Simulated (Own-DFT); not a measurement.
# One trend across several semiconductors

Source: density functional calculations with Own-DFT, an unreviewed in-house program that is no longer used. Nothing was measured or relaxed, and spin and spin-orbit coupling are left out.

Limits (not all hold for every row): forces on such cells moved up to 12 meV/angstrom on a denser k mesh; forces not confirmed at this smearing and k mesh; k mesh not checked against a denser one; forces on such cells passed a denser k mesh, each cell not checked; stress not checked against mesh or cutoff.

All runs are PBE with PseudoDojo norm-conserving files; cutoff and k mesh are each material's own. Every cell starts from measured lattice constants and was given uniform random strains and small random moves of its atoms. Each triple is the change of volume in per cent, the rms move u in Å and the pressure in GPa.

- 4H SiC (C36Si36), 10.36 Å³/atom unstrained: (-3.68, 0.051, 14.64); (-1.70, 0.050, 9.37); (-0.98, 0.049, 7.25); (-0.77, 0.048, 6.89); (0.55, 0.054, 4.56); (2.70, 0.050, -0.09); (2.99, 0.048, -1.62)
- wurtzite AlN (Al64N64), 10.45 Å³/atom unstrained: (-2.13, 0.049, 10.56); (-1.86, 0.051, 10.13); (-0.04, 0.049, 5.84); (0.08, 0.049, 5.29); (0.51, 0.047, 4.85); (0.87, 0.051, 4.18); (3.30, 0.050, -0.65)
- wurtzite GaN (Ga36N36), 11.42 Å³/atom unstrained: withheld
- diamond silicon (Si64), 20.02 Å³/atom unstrained: (-3.88, 0.053, 7.14); (-3.11, 0.049, 6.21); (-1.51, 0.050, 4.32); (-1.18, 0.050, 3.74); (-0.62, 0.054, 3.38); (0.69, 0.049, 1.82); (3.93, 0.053, -0.98)
- zincblende InP (In32P32), 25.27 Å³/atom unstrained: (-1.59, 0.048, 4.88); (-1.06, 0.051, 4.72); (-0.77, 0.051, 4.31); (-0.06, 0.049, 3.56); (0.43, 0.046, 3.17); (0.63, 0.050, 3.16); (1.67, 0.049, 2.46)
- grey tin (Sn64), 34.15 Å³/atom unstrained: (-3.40, 0.049, 5.73); (-1.89, 0.051, 4.93); (-1.72, 0.053, 4.92); (-1.09, 0.049, 4.26); (0.61, 0.048, 3.40); (0.61, 0.054, 3.50); (1.33, 0.051, 2.98)

## Working it out

Fit a line to each set against the fractional change of volume; B is minus its slope, and u is nearly the same within a set. To take it to zero pressure, assume that B rises by 4 GPa for each GPa: B0 = B - 4 x (mean pressure). The bond length of an ideal tetrahedral crystal with the unstrained volume v is d = (√3/4)(8 v)^(1/3). Cohen's empirical rule reads B0 = (1971 - 220 L) d^(-3.5) GPa, with L = 0 for group IV crystals and SiC and 1 for III-V compounds.

```
                material  L  d (Å)  B (GPa)  mean P (GPa)  B0 (GPa)  rule (GPa)
        4H SiC (C36Si36)  0  1.888  231 ± 9           5.9   208 ± 9         213
  wurtzite AlN (Al64N64)  1  1.893  209 ± 7           5.7   186 ± 7         188
  wurtzite GaN (Ga36N36)  1  1.950        ?             ?         ?         169
  diamond silicon (Si64)  0  2.352  104 ± 4           3.7    90 ± 4          99
zincblende InP (In32P32)  1  2.541   80 ± 6           3.7    65 ± 6          67
         grey tin (Sn64)  0  2.810   59 ± 2           4.2    42 ± 2          53
```

A line through ln[B0/(1971 - 220 L)] against ln d has a slope of -3.9 ± 0.2 and a scatter of 7 %. Against the rule, B0 stands at 97 % for 4H SiC, 99 % for wurtzite AlN, 91 % for diamond silicon, 97 % for zincblende InP, 79 % for grey tin. PBE tends to make silicon and heavier crystals too soft, and the rule itself is only a guide.

## Check

Q: what B0 does the fitted trend give for wurtzite GaN (Ga36N36)?

From the line: 166 GPa. Its own runs give B = 192 ± 6 GPa at a mean pressure of 5.8 GPa, so B0 = 169 GPa.
